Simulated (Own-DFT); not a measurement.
# Response to strain: 4H SiC, 32 atoms (C16Si16)

All numbers below are calculated, not measured. The program, named Own-DFT, is a retired in-house plane-wave density functional code that no person has reviewed. Each row is one single-point run on a periodic cell that was not relaxed, without spin or spin-orbit coupling.

Settings of every run: PBE; PseudoDojo norm-conserving scalar-relativistic files; cutoff 42 hartree; 5 x 5 x 3 k mesh centred on Gamma; Fermi-Dirac smearing of 0.1 eV.

Known limits: forces on such cells passed a denser k mesh, each cell not checked; stress not checked against mesh or cutoff.

Unstrained cell vectors in Å: (6.165, 0.000, 0.000); (-3.083, 5.339, 0.000); (0.000, 0.000, 10.068). The unstrained cell has measured lattice constants (interpolated for alloys), not those of this functional. That, the random moves and any unrelaxed bonds set the pressure at no strain. Each run strains this cell uniformly, with the atoms carried along. Every atom was also moved at random, by a Gaussian of width 0.05 Å on each axis. Strain is the symmetric tensor, in per cent. Stress is positive in tension, and the pressure is minus a third of its trace.

| run | e_xx (%) | e_yy (%) | e_zz (%) | e_yz (%) | e_xz (%) | e_xy (%) | s_xx (GPa) | s_yy (GPa) | s_zz (GPa) | s_yz (GPa) | s_xz (GPa) | s_xy (GPa) | P (GPa) | E (meV/atom) |
|---|---|---|---|---|---|---|---|---|---|---|---|---|---|---|
| 1 | 1.45 | 1.47 | -0.68 | -1.44 | 1.74 | -1.39 | 4.31 | 1.67 | -8.79 | -4.74 | 6.81 | -5.93 | 0.94 | 46.6 |
| 2 | 0.60 | 1.14 | 1.54 | -1.70 | -0.50 | 0.11 | 0.75 | 3.68 | 2.50 | -5.10 | -1.51 | -0.36 | -2.31 | 0.0 |
| 3 | 0.61 | -1.63 | 0.42 | 0.44 | 1.19 | 0.57 | -3.59 | -14.47 | -2.74 | 0.27 | 3.21 | 3.69 | 6.93 | 32.9 |
| 4 | -1.85 | -0.23 | 1.15 | 1.12 | -1.69 | 1.69 | -18.86 | -6.30 | -0.57 | 3.95 | -6.06 | 8.37 | 8.58 | 47.4 |
| 5 | 0.48 | 1.18 | 1.53 | 0.00 | 0.81 | -0.58 | 0.82 | 2.40 | 1.65 | 1.25 | 2.90 | -2.37 | -1.62 | 8.6 |
| 6 | 1.26 | -0.80 | 1.44 | 0.94 | 1.75 | -1.85 | 3.77 | -10.38 | 2.42 | 2.99 | 5.48 | -7.68 | 1.40 | 36.5 |
| 7 | -0.17 | 0.98 | 1.71 | -0.84 | 0.94 | -1.64 | -3.39 | -0.02 | 3.78 | -3.81 | 2.31 | -8.42 | -0.12 | 11.7 |
| 8 | -0.72 | -0.48 | 0.90 | 1.76 | -0.71 | -0.99 | -9.23 | -5.68 | -2.39 | 4.95 | -1.19 | -3.79 | 5.76 | 21.8 |
| 9 | 0.45 | -1.80 | -1.99 | -1.29 | -1.83 | -1.53 | -3.06 | -19.42 | -21.99 | -2.59 | -6.10 | -7.80 | 14.82 | 86.5 |
| 10 | -1.28 | -0.08 | 0.08 | 0.77 | 0.83 | -0.69 | -11.59 | -4.66 | -6.92 | 2.56 | 2.51 | -2.59 | 7.72 | 0.7 |
| 11 | 0.33 | -1.02 | -0.11 | -1.19 | 1.05 | 0.73 | -2.22 | -9.88 | -10.00 | -3.58 | 3.09 | 2.92 | 7.37 | 33.0 |
| 12 | -1.22 | -1.71 | 0.03 | -1.39 | -1.72 | -0.73 | -14.34 | -16.01 | -8.34 | -2.75 | -5.53 | -6.41 | 12.90 | 71.5 |
| 13 | -0.81 | -0.77 | -1.71 | -1.50 | 0.53 | 1.35 | -10.69 | -9.12 | -20.94 | -6.00 | -0.95 | 5.01 | 13.58 | 47.0 |
| 14 | -1.01 | 1.37 | -1.70 | 1.89 | -0.29 | 0.08 | -8.64 | 3.65 | -20.56 | 4.63 | -0.89 | -0.36 | 8.52 | 34.4 |
| 15 | -1.28 | -1.25 | 1.96 | -0.56 | 1.66 | -0.24 | -13.96 | -11.83 | 3.97 | -2.09 | 5.22 | -0.16 | 7.27 | 45.1 |
| 16 | -0.05 | 0.82 | -1.40 | -1.15 | 0.28 | 0.19 | ? | ? | ? | ? | ? | ? | ? | ? |

E is the free energy for each atom above the lowest run shown.

## Worked fit

Each stress component was fitted by least squares to a constant and the strains of the runs shown, as fractions, with shears doubled. Shear strains stay in the fit of a normal stress only where such slopes are resolved. The slopes, in GPa:

| stress | at no strain | per e_xx | per e_yy | per e_zz | scatter |
|---|---|---|---|---|---|
| s_xx | -4.4 | 646 ± 34 | 109 ± 30 | 5 ± 26 | 1.30 |
| s_yy | -5.2 | -51 ± 37 | 617 ± 33 | 44 ± 29 | 1.41 |
| s_zz | -7.8 | 76 ± 35 | 15 ± 30 | 677 ± 27 | 1.31 |

Each shear stress against twice its own strain: yz 147 ± 11, xz 151 ± 10, xy 240 ± 12 GPa. These are stiffnesses along x, y and z of the frame in which the cell vectors are given, which need not be the crystal's axes. The atoms are held to the strained lattice; where symmetry lets them move under strain, relaxing them would lower some slopes. The table should be nearly symmetric about its diagonal, and what it lacks of that shows the noise. A ninth of its sum, 237 ± 7 GPa, estimates the bulk modulus near the mean pressure of these runs, 6.1 GPa, so it lies above the value at zero pressure.

## Withheld run

Question: what normal stresses and pressure should run 16 give?

The fit gives s_xx = -3.9, s_yy = -0.7, s_zz = -17.2 and P = 7.3 GPa. The calculation gave -4.28, -3.71, -10.98 and P = 6.33 GPa. This run lies off the fit, by chance or by something that the fit leaves out.
